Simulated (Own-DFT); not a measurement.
## Calculated data, Si₃N₄ (beta silicon nitride, atoms displaced)

All values are calculated (Own-DFT development build). A calculation, not a measurement: plane-wave PBE density functional theory by an unreviewed code, no spin, of a simulated periodic cell, stress positive in tension, free energy of the whole cell less one offset for each atom, some atoms lie very close together; forces on such cells moved up to 12 meV/angstrom on a denser k mesh; offsets are fitted by least squares, one for each functional and potential file, so energies compare only between cells with the same atoms and settings and are not formation energies; the far tail of each file's local potential was reset to the Coulomb form; each entry is a single point on an unrelaxed cell, so the pressure reflects the starting lattice, mostly measured values (interpolated for alloys), from which strain is counted, and rises with the displacements; printed positions are rounded, which can move forces by about a meV/angstrom; the program, named Own-DFT, is a retired in-house code; no spin-orbit coupling; before rounding, a Quantum ESPRESSO 7.3.1 run of the same cell and cutoff gave forces within 1 meV/angstrom rms on each cell, which checks the program and not the settings.

Settings shared by all entries: functional PBE; potential files PseudoDojo norm-conserving, scalar-relativistic, standard set; wave cutoff 42 hartree; occupations Fermi-Dirac; smearing width 0.1 eV; k mesh 2 x 2 x 4 centred on Gamma.

(1) 
```cif
# cell vector a (Å): 15.2120 0.0000 0.0000
# cell vector b (Å): -7.6060 13.1740 0.0000
# cell vector c (Å): 0.0000 0.0000 5.8180
data_Si3N4
_symmetry_space_group_name_H-M 'P 1'
_symmetry_Int_Tables_number 1
_cell_length_a 15.2120
_cell_length_b 15.2120
_cell_length_c 5.8180
_cell_angle_alpha 90.000
_cell_angle_beta 90.000
_cell_angle_gamma 120.000
_cell_volume 1165.94
loop_
_atom_site_label
_atom_site_type_symbol
_atom_site_fract_x
_atom_site_fract_y
_atom_site_fract_z
_atom_site_occupancy
Si1 Si 0.07997 0.35775 0.14862 1
Si2 Si 0.10862 0.19655 0.11712 1
Si3 Si 0.29863 0.42658 0.14218 1
Si4 Si 0.41305 0.12670 0.33799 1
Si5 Si 0.39629 0.32330 0.38075 1
Si6 Si 0.21038 0.11332 0.41177 1
N1 N 0.15432 0.00322 0.08967 1
N2 N 0.49500 0.15663 0.15670 1
N3 N 0.33407 0.32435 0.14397 1
N4 N 0.33058 0.48552 0.39725 1
N5 N 0.01652 0.35207 0.34103 1
N6 N 0.15287 0.16396 0.37150 1
N7 N 0.15541 0.32494 0.12821 1
N8 N 0.34227 0.15243 0.39438 1
Si7 Si 0.07473 0.38217 0.64295 1
Si8 Si 0.09892 0.19037 0.65426 1
Si9 Si 0.29501 0.41902 0.64923 1
Si10 Si 0.42460 0.12580 0.85462 1
Si11 Si 0.38581 0.29223 0.88384 1
Si12 Si 0.18315 0.08875 0.88501 1
N9 N 0.16676 0.00567 0.58152 1
N10 N 0.49947 0.14313 0.60650 1
N11 N 0.35314 0.33234 0.64287 1
N12 N 0.34138 0.47856 0.88604 1
N13 N 0.99512 0.32865 0.85237 1
N14 N 0.17505 0.17797 0.84132 1
N15 N 0.17341 0.34342 0.58493 1
N16 N 0.34091 0.15610 0.85535 1
Si13 Si 0.07035 0.88483 0.12853 1
Si14 Si 0.10733 0.71159 0.11980 1
Si15 Si 0.30627 0.91801 0.11635 1
Si16 Si 0.41114 0.63877 0.35547 1
Si17 Si 0.37980 0.80039 0.38732 1
Si18 Si 0.20262 0.59370 0.35028 1
N17 N 0.14944 0.50085 0.14058 1
N18 N 0.46028 0.63349 0.08261 1
N19 N 0.32931 0.83921 0.12798 1
N20 N 0.33504 0.98274 0.39947 1
N21 N 0.00418 0.84315 0.36342 1
N22 N 0.15564 0.68826 0.37919 1
N23 N 0.15678 0.83637 0.07011 1
N24 N 0.32400 0.66130 0.42314 1
Si19 Si 0.07788 0.87046 0.59909 1
Si20 Si 0.13115 0.71554 0.66210 1
Si21 Si 0.30347 0.90018 0.62463 1
Si22 Si 0.42021 0.60573 0.86684 1
Si23 Si 0.39146 0.80293 0.85457 1
Si24 Si 0.19249 0.59682 0.86891 1
N25 N 0.16497 0.49842 0.63835 1
N26 N 0.49583 0.64913 0.61251 1
N27 N 0.34867 0.83688 0.61698 1
N28 N 0.33053 0.98296 0.90478 1
N29 N 0.02226 0.85741 0.80095 1
N30 N 0.13840 0.64907 0.86337 1
N31 N 0.16613 0.82608 0.67023 1
N32 N 0.35735 0.67519 0.91461 1
Si25 Si 0.58204 0.39448 0.09237 1
Si26 Si 0.61274 0.20419 0.08345 1
Si27 Si 0.78705 0.40592 0.09044 1
Si28 Si 0.92217 0.13112 0.39245 1
Si29 Si 0.86964 0.30102 0.35272 1
Si30 Si 0.71626 0.06876 0.39129 1
N33 N 0.68844 0.01816 0.10206 1
N34 N 0.98520 0.14833 0.10615 1
N35 N 0.83954 0.31573 0.13369 1
N36 N 0.84031 0.47575 0.42224 1
N37 N 0.51198 0.36121 0.38970 1
N38 N 0.65163 0.16267 0.36935 1
N39 N 0.66423 0.33552 0.08927 1
N40 N 0.83139 0.15819 0.34105 1
Si31 Si 0.58606 0.39562 0.57900 1
Si32 Si 0.60585 0.20355 0.59453 1
Si33 Si 0.79732 0.41816 0.65627 1
Si34 Si 0.92508 0.12106 0.84288 1
Si35 Si 0.87148 0.30932 0.89551 1
Si36 Si 0.71909 0.09791 0.89935 1
N41 N 0.67825 0.01969 0.62590 1
N42 N 0.99213 0.14935 0.63192 1
N43 N 0.85929 0.34841 0.62401 1
N44 N 0.82402 0.45921 0.85309 1
N45 N 0.51924 0.35265 0.88556 1
N46 N 0.64564 0.17126 0.89172 1
N47 N 0.68941 0.33688 0.59227 1
N48 N 0.82799 0.15511 0.85868 1
Si37 Si 0.56206 0.88133 0.12996 1
Si38 Si 0.62007 0.70291 0.10064 1
Si39 Si 0.79707 0.90710 0.11045 1
Si40 Si 0.90684 0.62133 0.38792 1
Si41 Si 0.86322 0.78401 0.38058 1
Si42 Si 0.71847 0.60024 0.36660 1
N49 N 0.67296 0.51181 0.12661 1
N50 N 0.98232 0.63974 0.11062 1
N51 N 0.85758 0.83646 0.11569 1
N52 N 0.84681 0.97300 0.36997 1
N53 N 0.50095 0.83465 0.35538 1
N54 N 0.65863 0.67223 0.33862 1
N55 N 0.67682 0.84723 0.15497 1
N56 N 0.85293 0.68661 0.37740 1
Si43 Si 0.60365 0.89210 0.64312 1
Si44 Si 0.61223 0.70999 0.63895 1
Si45 Si 0.79417 0.91713 0.60729 1
Si46 Si 0.91382 0.60552 0.87174 1
Si47 Si 0.87644 0.77298 0.90914 1
Si48 Si 0.68472 0.56919 0.86951 1
N57 N 0.67209 0.51529 0.61908 1
N58 N 0.98903 0.62743 0.59160 1
N59 N 0.85234 0.85143 0.58945 1
N60 N 0.83411 0.97963 0.88709 1
N61 N 0.52379 0.86607 0.88642 1
N62 N 0.65108 0.66706 0.89591 1
N63 N 0.66651 0.83065 0.63795 1
N64 N 0.83248 0.66589 0.85191 1
_calc_free_energy_of_cell_above_offsets '90.341'  # eV
_calc_pressure 30.98  # GPa
_calc_stress_xx -35.27  # GPa
_calc_stress_yy -23.31  # GPa
_calc_stress_zz -34.36  # GPa
_calc_stress_yz -0.6  # GPa
_calc_stress_xz 1.16  # GPa
_calc_stress_xy 0.67  # GPa
```

Force:
| element | x (eV/Å) | y (eV/Å) | z (eV/Å) |
| --- | --- | --- | --- |
| Si | -4.829 | 7.121 | -10.23 |
| Si | 4.272 | 1.855 | 1.911 |
| Si | -0.706 | -4.729 | 1.537 |
| Si | 16.13 | -10.87 | 3.111 |
| Si | -5.441 | -5.313 | 1.191 |
| Si | 14.13 | -11.23 | 0.69 |
| N | -1.243 | 5.486 | 1.239 |
| N | 0.17 | 0.779 | -8.072 |
| N | 1.302 | 1.452 | -1.852 |
| N | 1.229 | 3.476 | -1.207 |
| N | -9.958 | -3.551 | 12.4 |
| N | -13.05 | 6.382 | -1.744 |
| N | 12.08 | -1.993 | -1.97 |
| N | -23.65 | 9.472 | 3.483 |
| Si | 2.262 | -1.473 | -4.244 |
| Si | 16.66 | 11.34 | -4.643 |
| Si | 0.376 | -3.774 | -3.935 |
| Si | 3.797 | -5.496 | 0.969 |
| Si | -1.161 | -2.499 | 0.313 |
| Si | 13.11 | -14.82 | -0.67 |
| N | -1.743 | 2.882 | 1.953 |
| N | -16.75 | -7.918 | 2.241 |
| N | -1.589 | 1.895 | -0.662 |
| N | -0.147 | 2.011 | 0.717 |
| N | 0.574 | 0.227 | 4.405 |
| N | -10.31 | 9.609 | 1.378 |
| N | -3.316 | -5.724 | 2.82 |
| N | -7.333 | 5.19 | 1.465 |
| Si | 3.756 | -0.649 | -5.295 |
| Si | 2.893 | 1.521 | 2.112 |
| Si | -14.17 | 8.366 | 7.403 |
| Si | 6.169 | -5.01 | -0.192 |
| Si | -2.816 | -2.651 | -5.5 |
| Si | -4.024 | -3.958 | 2.065 |
| N | 0.926 | 3.655 | -2.075 |
| N | 12 | 8.515 | 23.3 |
| N | 17.77 | -15.07 | 0.447 |
| N | 1.031 | -0.507 | -2.785 |
| N | -0.728 | -1.31 | -0.242 |
| N | 3.244 | -2.66 | -1.276 |
| N | -0.119 | -0.466 | 3.607 |
| N | -2.078 | 4.75 | -0.106 |
| Si | 9.976 | 5.554 | -11.14 |
| Si | -2.89 | -7.857 | -7.541 |
| Si | -16.17 | 12.73 | 1.831 |
| Si | -8.07 | -3.526 | -18.53 |
| Si | -0.794 | -2.412 | 4.223 |
| Si | 17.7 | -13.66 | 1.052 |
| N | -0.848 | 8.582 | 0.278 |
| N | -6.812 | -3.244 | -0.996 |
| N | 11.56 | -7.587 | 2.892 |
| N | 2.283 | 5.783 | -9.585 |
| N | -12.66 | -5.699 | 19.29 |
| N | -12.55 | 8.167 | 3.914 |
| N | -0.517 | 8.788 | -2.616 |
| N | -5.734 | 0.997 | -2.667 |
| Si | 7.818 | -1.539 | 10.13 |
| Si | -3.365 | 4.299 | 15.81 |
| Si | 0.226 | -1.544 | 9.668 |
| Si | -0.472 | -4.174 | -5.777 |
| Si | 9.386 | -4.117 | 17.51 |
| Si | -4.791 | 4.816 | -8.984 |
| N | -3.048 | -5.258 | 6.193 |
| N | -0.182 | -0.371 | 1.313 |
| N | -11.89 | 6.163 | -7.713 |
| N | -1.505 | 7.038 | -10.23 |
| N | 0.24 | -0.002 | -9.79 |
| N | 1.551 | -0.125 | -1.112 |
| N | -3.354 | -0.149 | 0.844 |
| N | 2.246 | 5.048 | 1.705 |
| Si | 9.19 | -1.65 | 10.03 |
| Si | 17.85 | 8.551 | -0.61 |
| Si | 1.45 | -15.72 | -32.08 |
| Si | -9.955 | -5.093 | 10.64 |
| Si | 8.247 | -4.451 | -12.31 |
| Si | -11.49 | -3.308 | -1.758 |
| N | -1.194 | -5.003 | 5.87 |
| N | -8.543 | -3.763 | -6.475 |
| N | 0.771 | -1.998 | 0.199 |
| N | 3.246 | 22.66 | 32.1 |
| N | -5.295 | -2.207 | -10.02 |
| N | 10.69 | -5.99 | -14.34 |
| N | -11.18 | -5.833 | -1.147 |
| N | 10.15 | 8.418 | -2.242 |
| Si | 11.13 | 6.433 | 2.532 |
| Si | -6.881 | 5.817 | 9.076 |
| Si | 2.335 | 2.183 | 2.187 |
| Si | 8.349 | -5.692 | -0.948 |
| Si | -4.179 | 20.04 | 0.236 |
| Si | -1.817 | -1.645 | 0.058 |
| N | -0.072 | 3.618 | 0.681 |
| N | -3.248 | -1.589 | 1.65 |
| N | -0.584 | -1.807 | 0.523 |
| N | -1.786 | 6.931 | -2.288 |
| N | 0.31 | -0.593 | 5.736 |
| N | 1.302 | -1.454 | 4.518 |
| N | -5.624 | -6.755 | -1.021 |
| N | 0.023 | -16.89 | -0.648 |
| Si | -3.068 | 0.596 | 0.257 |
| Si | 7.41 | -1.295 | -1.791 |
| Si | 2 | -0.058 | 4.181 |
| Si | 0.263 | 0.513 | -3.836 |
| Si | 0.53 | 15.63 | -3.487 |
| Si | 1.566 | 5.645 | 1.146 |
| N | -0.55 | 2.594 | -2.249 |
| N | -1.306 | 2.057 | 5.018 |
| N | 1.887 | -5.17 | 3.341 |
| N | 0.698 | 3.745 | -5.838 |
| N | -3.727 | -1.806 | -9.147 |
| N | 4.561 | -4.399 | -10.8 |
| N | -0.767 | 2.396 | 0.023 |
| N | 1.26 | -14.68 | -1.009 |

(2) 
```cif
# cell vector a (Å): 15.2120 0.0000 0.0000
# cell vector b (Å): -7.6060 13.1740 0.0000
# cell vector c (Å): 0.0000 0.0000 5.8180
data_Si3N4
_symmetry_space_group_name_H-M 'P 1'
_symmetry_Int_Tables_number 1
_cell_length_a 15.2120
_cell_length_b 15.2120
_cell_length_c 5.8180
_cell_angle_alpha 90.000
_cell_angle_beta 90.000
_cell_angle_gamma 120.000
_cell_volume 1165.94
loop_
_atom_site_label
_atom_site_type_symbol
_atom_site_fract_x
_atom_site_fract_y
_atom_site_fract_z
_atom_site_occupancy
Si1 Si 0.08020 0.37021 0.12267 1
Si2 Si 0.12132 0.19917 0.11789 1
Si3 Si 0.29166 0.39898 0.12587 1
Si4 Si 0.42343 0.12928 0.39060 1
Si5 Si 0.39426 0.29796 0.38056 1
Si6 Si 0.19700 0.07815 0.39612 1
N1 N 0.15839 0.01737 0.15443 1
N2 N 0.46344 0.15472 0.14888 1
N3 N 0.35041 0.32450 0.15311 1
N4 N 0.33218 0.47299 0.36556 1
N5 N 0.01919 0.35945 0.38307 1
N6 N 0.15411 0.17026 0.36763 1
N7 N 0.16206 0.33990 0.09139 1
N8 N 0.35346 0.19570 0.37882 1
Si7 Si 0.09798 0.40474 0.62338 1
Si8 Si 0.11393 0.20061 0.66961 1
Si9 Si 0.29029 0.38839 0.62869 1
Si10 Si 0.42515 0.12555 0.88986 1
Si11 Si 0.38942 0.31667 0.90768 1
Si12 Si 0.22051 0.10016 0.91375 1
N9 N 0.14334 0.00102 0.63625 1
N10 N 0.48879 0.16032 0.67534 1
N11 N 0.34912 0.33890 0.67343 1
N12 N 0.32867 0.49128 0.91887 1
N13 N 0.00768 0.35870 0.86925 1
N14 N 0.14936 0.17979 0.83407 1
N15 N 0.14552 0.31710 0.57590 1
N16 N 0.33949 0.16980 0.89285 1
Si13 Si 0.07970 0.88186 0.13395 1
Si14 Si 0.09819 0.69793 0.12913 1
Si15 Si 0.31537 0.91736 0.20113 1
Si16 Si 0.40360 0.61286 0.32917 1
Si17 Si 0.37937 0.79431 0.35605 1
Si18 Si 0.21172 0.59393 0.34948 1
N17 N 0.16335 0.50096 0.08542 1
N18 N 0.48126 0.63974 0.07234 1
N19 N 0.35608 0.84604 0.11042 1
N20 N 0.36040 0.00597 0.38984 1
N21 N 0.02429 0.84767 0.38422 1
N22 N 0.13995 0.64708 0.33109 1
N23 N 0.16563 0.84908 0.10278 1
N24 N 0.32185 0.65500 0.38432 1
Si19 Si 0.08915 0.87607 0.61109 1
Si20 Si 0.11357 0.70975 0.62829 1
Si21 Si 0.29585 0.92091 0.62143 1
Si22 Si 0.42238 0.59291 0.85323 1
Si23 Si 0.39006 0.80098 0.85932 1
Si24 Si 0.22527 0.59768 0.85787 1
N25 N 0.17294 0.52388 0.62092 1
N26 N 0.48560 0.64886 0.65739 1
N27 N 0.34476 0.81519 0.60528 1
N28 N 0.33251 0.97136 0.91789 1
N29 N 0.02965 0.85425 0.92482 1
N30 N 0.14237 0.67675 0.84142 1
N31 N 0.15169 0.82242 0.63389 1
N32 N 0.34405 0.67844 0.85227 1
Si25 Si 0.56078 0.37999 0.12441 1
Si26 Si 0.63712 0.21064 0.14342 1
Si27 Si 0.79154 0.41584 0.09239 1
Si28 Si 0.89847 0.11863 0.35856 1
Si29 Si 0.90321 0.32440 0.32334 1
Si30 Si 0.71945 0.10984 0.41631 1
N33 N 0.68381 0.00871 0.13410 1
N34 N 0.99767 0.16826 0.11488 1
N35 N 0.84996 0.35230 0.13446 1
N36 N 0.84909 0.49801 0.32573 1
N37 N 0.51069 0.34662 0.40124 1
N38 N 0.64830 0.17308 0.37202 1
N39 N 0.66736 0.33184 0.11607 1
N40 N 0.82572 0.17794 0.36731 1
Si31 Si 0.57894 0.38924 0.58989 1
Si32 Si 0.60793 0.18990 0.63089 1
Si33 Si 0.78522 0.41028 0.61076 1
Si34 Si 0.91611 0.11492 0.85359 1
Si35 Si 0.87546 0.27360 0.87202 1
Si36 Si 0.69935 0.10053 0.88013 1
N41 N 0.67339 0.01971 0.64710 1
N42 N 0.98337 0.15216 0.60887 1
N43 N 0.86559 0.36003 0.65956 1
N44 N 0.82313 0.48220 0.88506 1
N45 N 0.52928 0.36104 0.85545 1
N46 N 0.66409 0.16117 0.84218 1
N47 N 0.67597 0.33597 0.65550 1
N48 N 0.82758 0.15641 0.89431 1
Si37 Si 0.58693 0.85799 0.09890 1
Si38 Si 0.61076 0.70625 0.13412 1
Si39 Si 0.80161 0.91543 0.16121 1
Si40 Si 0.90456 0.62265 0.36937 1
Si41 Si 0.88728 0.78957 0.34304 1
Si42 Si 0.69687 0.59502 0.39091 1
N49 N 0.67065 0.50238 0.12919 1
N50 N 0.96988 0.62933 0.14337 1
N51 N 0.86059 0.83612 0.15918 1
N52 N 0.81879 0.98231 0.38431 1
N53 N 0.53853 0.86043 0.36019 1
N54 N 0.64996 0.65411 0.40278 1
N55 N 0.66264 0.81587 0.11373 1
N56 N 0.83444 0.66438 0.36786 1
Si43 Si 0.57876 0.88669 0.65612 1
Si44 Si 0.62621 0.70843 0.63010 1
Si45 Si 0.77563 0.88961 0.62480 1
Si46 Si 0.90499 0.61561 0.89318 1
Si47 Si 0.90968 0.81111 0.85241 1
Si48 Si 0.70217 0.58505 0.88895 1
N57 N 0.64685 0.51253 0.58149 1
N58 N 0.97857 0.64737 0.60811 1
N59 N 0.86795 0.83965 0.60055 1
N60 N 0.81081 0.95818 0.84166 1
N61 N 0.53319 0.84652 0.85320 1
N62 N 0.65663 0.67604 0.89909 1
N63 N 0.66471 0.83549 0.59237 1
N64 N 0.83978 0.65846 0.88161 1
_calc_free_energy_of_cell_above_offsets '89.335'  # eV
_calc_pressure 31.03  # GPa
_calc_stress_xx -35.06  # GPa
_calc_stress_yy -25.89  # GPa
_calc_stress_zz -32.13  # GPa
_calc_stress_yz 5.88  # GPa
_calc_stress_xz -7.43  # GPa
_calc_stress_xy 3.82  # GPa
```

Force:
| element | x (eV/Å) | y (eV/Å) | z (eV/Å) |
| --- | --- | --- | --- |
| Si | -5.657 | 4.585 | -1.658 |
| Si | -2.16 | 2.693 | 1.085 |
| Si | -3.28 | 3.086 | 1.017 |
| Si | -3.911 | 2.154 | 6.483 |
| Si | -8.105 | 15.76 | 4.218 |
| Si | -1.933 | 3.919 | 1.56 |
| N | 0.69 | 0.814 | -3.78 |
| N | 7.9 | 3.883 | -4.715 |
| N | -4.214 | 3.287 | -0.166 |
| N | 0.788 | 0.951 | 2.489 |
| N | 2.286 | 0.484 | -1.566 |
| N | 2.006 | -1.482 | 2.213 |
| N | 9.861 | -5.778 | -0.013 |
| N | 1.909 | -26.85 | 2.37 |
| Si | -1.901 | -6.169 | 1.395 |
| Si | -29.3 | 10.7 | -43.92 |
| Si | -14.5 | 8.709 | -3.647 |
| Si | -6.326 | -6.361 | 5.978 |
| Si | 6.402 | -4.345 | -4.018 |
| Si | -4.368 | -5.324 | -1.39 |
| N | 2.181 | 5.482 | 1.112 |
| N | 2.992 | 1.073 | -9.183 |
| N | 9.431 | -4.622 | -1.913 |
| N | -0.393 | -8.067 | -2.481 |
| N | 2.289 | -1.659 | 0.888 |
| N | 30.85 | -13.41 | 41.74 |
| N | 3.014 | 5.027 | 2.065 |
| N | 0.564 | 3.481 | -1.156 |
| Si | 8.887 | 7.209 | 14.44 |
| Si | 2.778 | 1.15 | -3.359 |
| Si | -7.316 | -0.634 | -8.373 |
| Si | 2.094 | -2.821 | 2.591 |
| Si | 4.438 | -0.991 | -1.121 |
| Si | -10.38 | -10.55 | -2.313 |
| N | 0.474 | 5.543 | 1.889 |
| N | 2.853 | 4.283 | 11.9 |
| N | 5.543 | -4.288 | 0.393 |
| N | -0.829 | -2.526 | 4.619 |
| N | -5.165 | -2.923 | -2.154 |
| N | -1.66 | 3.431 | 2.392 |
| N | 6.085 | -3.255 | 3.078 |
| N | 10.52 | 8.958 | -0.886 |
| Si | -3.407 | 2.223 | 4.536 |
| Si | -2.751 | -8.854 | -8.085 |
| Si | 0.561 | -2.337 | 5.607 |
| Si | -6.422 | -1.42 | 0.647 |
| Si | -0.186 | 0.122 | 0.861 |
| Si | -5.983 | -3.737 | 1.882 |
| N | 1.016 | 2.889 | -1.883 |
| N | 5.645 | 4.812 | -13.23 |
| N | -3.417 | 4.689 | 1.042 |
| N | 0.231 | 4.46 | -4.402 |
| N | -9.336 | -5.263 | -19.66 |
| N | 6.69 | -4.178 | 10.4 |
| N | 6.283 | 8.676 | -1.181 |
| N | 2.761 | -0.602 | 1.646 |
| Si | 8.576 | 2.524 | 0.241 |
| Si | -4.6 | 4.432 | -8.847 |
| Si | -0.849 | -0.799 | 7.862 |
| Si | 3.183 | -0.053 | 0.801 |
| Si | -2.307 | -1.833 | 8.798 |
| Si | -9.053 | -13.3 | -1.003 |
| N | -2.691 | 1.974 | -1 |
| N | -4.308 | -3.792 | -0.562 |
| N | 1.6 | -4.186 | -4.334 |
| N | -2.781 | -5.491 | 4.542 |
| N | -2.633 | -2.169 | -12.39 |
| N | 3.404 | -4.966 | 7.719 |
| N | -3.561 | -1.968 | 1.026 |
| N | 11.22 | 8.941 | -2.028 |
| Si | 12.3 | 4.457 | 13.09 |
| Si | 0.892 | 6.762 | 0.399 |
| Si | 9.463 | 7.636 | -1.201 |
| Si | -1.241 | -2.432 | 1.609 |
| Si | -1.731 | 11.96 | -2.755 |
| Si | 27.06 | -26.43 | 8.007 |
| N | -1.693 | 0.447 | -1.268 |
| N | -1.159 | -1.5 | -0.27 |
| N | 0.764 | -3.407 | -2.914 |
| N | -0.611 | 6.479 | -9.936 |
| N | -6.037 | -2.524 | 1.208 |
| N | -26.85 | 20.2 | -1.656 |
| N | -10.46 | -8.269 | -1.277 |
| N | 2.706 | -2.6 | -0.362 |
| Si | -2.036 | 8.433 | 5.062 |
| Si | 2.922 | -12.89 | 0.732 |
| Si | -0.238 | -2.984 | -7.672 |
| Si | 8.452 | -5.517 | 3.135 |
| Si | 6.082 | -2.084 | 11.34 |
| Si | 16.6 | -8.342 | -6.407 |
| N | -3.357 | 2.661 | 0.489 |
| N | 2.619 | 4.401 | -4.486 |
| N | -7.208 | 5.948 | -12.25 |
| N | 1.204 | 2.658 | 1.86 |
| N | -5.69 | -3.438 | 1.48 |
| N | -16.14 | 12.02 | -2.331 |
| N | 3.497 | 10.99 | 0.704 |
| N | -10.6 | 2.615 | 0.218 |
| Si | 11.76 | 12.8 | -28.51 |
| Si | -3.508 | -1.427 | 2.022 |
| Si | 10.92 | 5.906 | -2.375 |
| Si | 13.9 | -7.844 | -2.503 |
| Si | -4.156 | -3.002 | 1.778 |
| Si | 0.692 | 0.058 | -0.596 |
| N | 1.332 | -0.495 | 7.156 |
| N | 0.043 | 1.364 | 2.685 |
| N | -1.643 | -0.43 | 1.567 |
| N | 2.347 | 6.363 | 9.08 |
| N | -13.23 | -11.66 | 21.83 |
| N | 2.863 | -2.668 | -2.23 |
| N | -7.363 | -7.641 | -0.435 |
| N | -15.77 | 8.02 | -1.136 |
